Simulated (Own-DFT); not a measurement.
# A layer strained by its substrate: diamond-structure SiGeSn with randomly placed atoms, 64 atoms (Ge40Si16Sn8)

The numbers are computed, not measured, by runs of the plane-wave DFT program Own-DFT (in-house, retired, unreviewed) at fixed positions, with no spin and no spin-orbit coupling.

Settings: PBE; PseudoDojo norm-conserving scalar-relativistic files; cutoff 49 hartree; 3 x 3 x 3 k mesh centred on Gamma; Fermi-Dirac smearing of 0.1 eV.

Keep in mind: forces on such cells moved up to 12 meV/angstrom on a denser k mesh; stress not checked against mesh or cutoff.

Unstrained cell vectors in Å: (11.410, 0.000, 0.000); (0.000, 11.410, 0.000); (0.000, 0.000, 11.410). The unstrained cell has measured lattice constants (interpolated for alloys), not those of this functional. That, the random moves and any unrelaxed bonds set the pressure at no strain. Each run strains x and y alike by e, as a substrate would, and holds the height along z. All atoms carry random offsets, Gaussian with a width of 0.05 Å per axis. The random placing of the alloy's atoms differs from row to row. Stress is positive in tension.

| e (%) | u (Å) | (s_xx + s_yy)/2 (GPa) | s_zz (GPa) |
|---|---|---|---|
| -3.00 | 0.048 | -10.79 | -8.92 |
| -2.75 | 0.053 | -10.40 | -8.57 |
| -2.50 | 0.049 | -10.04 | -8.59 |
| -2.25 | 0.054 | -9.88 | -8.24 |
| -1.50 | 0.051 | -7.76 | -6.94 |
| -1.25 | 0.055 | ? | ? |
| -0.50 | 0.044 | -5.37 | -4.98 |
| 1.00 | 0.048 | -3.04 | -3.64 |
| 1.25 | 0.048 | -2.73 | -3.58 |
| 2.75 | 0.052 | -0.36 | -2.02 |

## Analysis

With e as a fraction, the in-plane stress is -4.8 + 184 e - 852 e² GPa (errors 5 and 342, scatter 0.29), and s_zz is -4.8 + 122 e - 794 e² GPa (slope ± 5, scatter 0.29). At e = 0 the first slope is C11 + C12 and the second 2 C12, both with the ions held to the strained lattice and at the cell's own pressure. A free layer would change its height as e changes, and the in-plane slope would drop by 2 C12²/C11 to the biaxial modulus. At fixed height, a misfit of 1 % moves the in-plane stress by about 1.8 GPa and s_zz by 1.2 GPa.

## The run left out

Question: what are the two stresses at e = -1.25 %?

From the fit: -7.2 and -6.4 GPa. The run itself gave -7.08 and -6.48 GPa.
